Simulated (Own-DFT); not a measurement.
# Response to strain: zincblende GaAs, 64 atoms (As32Ga32)

Calculated results; nothing here was measured. They come from Own-DFT, an in-house plane-wave density functional program, since retired, whose code no person has reviewed. Each row is one single-point run on a periodic cell that was not relaxed, without spin or spin-orbit coupling.

Settings of every run: PBE; PseudoDojo norm-conserving scalar-relativistic files; cutoff 42 hartree; 3 x 3 x 3 k mesh centred on Gamma; Fermi-Dirac smearing of 0.1 eV.

Known limits: forces not confirmed at this smearing and k mesh; stress not checked against mesh or cutoff.

Unstrained cell vectors in Å: (11.307, 0.000, 0.000); (0.000, 11.307, 0.000); (0.000, 0.000, 11.307). The unstrained cell has measured lattice constants (interpolated for alloys), not those of this functional. That, the random moves and any unrelaxed bonds set the pressure at no strain. Each run strains this cell uniformly, with the atoms carried along. Every atom was also moved at random, by a Gaussian of width 0.05 Å on each axis. Strain is the symmetric tensor, in per cent. Stress is positive in tension, and the pressure is minus a third of its trace.

| run | e_xx (%) | e_yy (%) | e_zz (%) | e_yz (%) | e_xz (%) | e_xy (%) | s_xx (GPa) | s_yy (GPa) | s_zz (GPa) | s_yz (GPa) | s_xz (GPa) | s_xy (GPa) | P (GPa) | E (meV/atom) |
|---|---|---|---|---|---|---|---|---|---|---|---|---|---|---|
| 1 | -1.49 | 1.67 | -0.11 | 0.76 | -0.98 | -1.50 | -5.05 | -3.36 | -4.29 | 1.45 | -1.70 | -2.54 | 4.23 | 20.0 |
| 2 | 0.04 | -0.91 | 0.98 | 1.54 | -0.05 | 0.53 | -3.92 | -4.59 | -3.45 | 2.62 | -0.51 | 0.96 | 3.99 | 7.2 |
| 3 | -0.99 | 0.84 | -1.41 | -1.13 | -1.26 | 1.54 | -5.96 | -4.87 | -6.16 | -1.40 | -2.54 | 2.51 | 5.66 | 37.5 |
| 4 | -1.79 | 1.40 | -1.21 | 0.94 | 0.97 | -0.41 | -6.17 | -4.23 | -5.79 | 2.19 | 1.63 | -1.09 | 5.40 | 23.5 |
| 5 | 0.70 | -1.14 | 0.47 | 0.95 | 1.19 | 0.29 | -3.61 | -4.63 | -3.71 | 1.97 | 2.15 | -0.25 | 3.99 | 4.0 |
| 6 | -0.43 | -0.54 | -0.78 | -0.94 | 0.83 | 0.47 | -5.41 | -5.48 | -5.67 | -1.78 | 1.69 | 1.35 | 5.52 | 20.1 |
| 7 | -1.71 | 0.46 | -1.18 | 1.44 | 0.36 | 0.71 | -6.69 | -5.57 | -6.40 | 2.49 | 0.26 | 1.45 | 6.22 | 34.4 |
| 8 | 1.45 | -1.34 | 1.34 | -1.89 | 1.78 | 1.95 | -2.78 | -4.25 | -2.90 | -3.08 | 2.55 | 3.29 | 3.31 | 19.7 |
| 9 | -1.86 | 0.25 | 0.02 | 0.38 | -1.96 | 1.08 | -6.11 | -4.96 | -4.98 | 0.57 | -2.74 | 1.46 | 5.35 | 20.6 |
| 10 | 1.30 | 1.06 | -1.87 | 0.16 | 0.52 | 1.84 | -3.38 | -3.56 | -4.88 | 0.45 | 0.25 | 3.04 | 3.94 | 20.4 |
| 11 | -1.40 | 1.62 | 0.28 | -0.39 | 1.18 | 0.41 | -4.67 | -2.97 | -3.83 | -0.70 | 1.72 | 0.92 | 3.82 | 15.4 |
| 12 | -0.77 | 1.48 | 1.30 | -0.66 | -1.89 | -0.83 | -3.43 | -2.11 | -2.28 | -1.32 | -3.08 | -0.82 | 2.61 | 0.0 |
| 13 | -1.60 | -0.58 | -1.05 | 0.11 | 1.33 | 1.51 | -7.17 | -6.58 | -6.77 | -0.03 | 2.74 | 2.30 | 6.84 | 38.9 |
| 14 | -0.93 | -0.33 | 1.27 | 0.39 | -1.29 | 1.63 | -4.66 | -4.40 | -3.45 | 1.05 | -2.31 | 2.66 | 4.17 | 13.5 |
| 15 | 1.24 | -0.69 | 0.94 | -0.90 | 0.04 | 1.13 | ? | ? | ? | ? | ? | ? | ? | ? |

E is the free energy for each atom above the lowest run shown.

## Worked fit

Each stress component was fitted by least squares to a constant and the strains of the runs shown, as fractions, with shears doubled. Shear strains stay in the fit of a normal stress only where such slopes are resolved. The slopes, in GPa:

| stress | at no strain | per e_xx | per e_yy | per e_zz | scatter |
|---|---|---|---|---|---|
| s_xx | -4.2 | 111 ± 4 | 57 ± 4 | 65 ± 4 | 0.14 |
| s_yy | -4.2 | 56 ± 4 | 114 ± 4 | 65 ± 4 | 0.14 |
| s_zz | -4.2 | 59 ± 5 | 58 ± 5 | 116 ± 4 | 0.16 |

Each shear stress against twice its own strain: yz 88 ± 5, xz 82 ± 5, xy 81 ± 8 GPa. These are stiffnesses along x, y and z of the frame in which the cell vectors are given, which need not be the crystal's axes. The atoms are held to the strained lattice; where symmetry lets them move under strain, relaxing them would lower some slopes. The table should be nearly symmetric about its diagonal, and what it lacks of that shows the noise. A ninth of its sum, 78 ± 2 GPa, estimates the bulk modulus near the mean pressure of these runs, 4.6 GPa, so it lies above the value at zero pressure.

## Withheld run

Question: what normal stresses and pressure should run 15 give?

The fit gives s_xx = -2.7, s_yy = -3.7, s_zz = -2.8 and P = 3.1 GPa. The calculation gave -2.57, -3.60, -2.74 and P = 2.97 GPa.
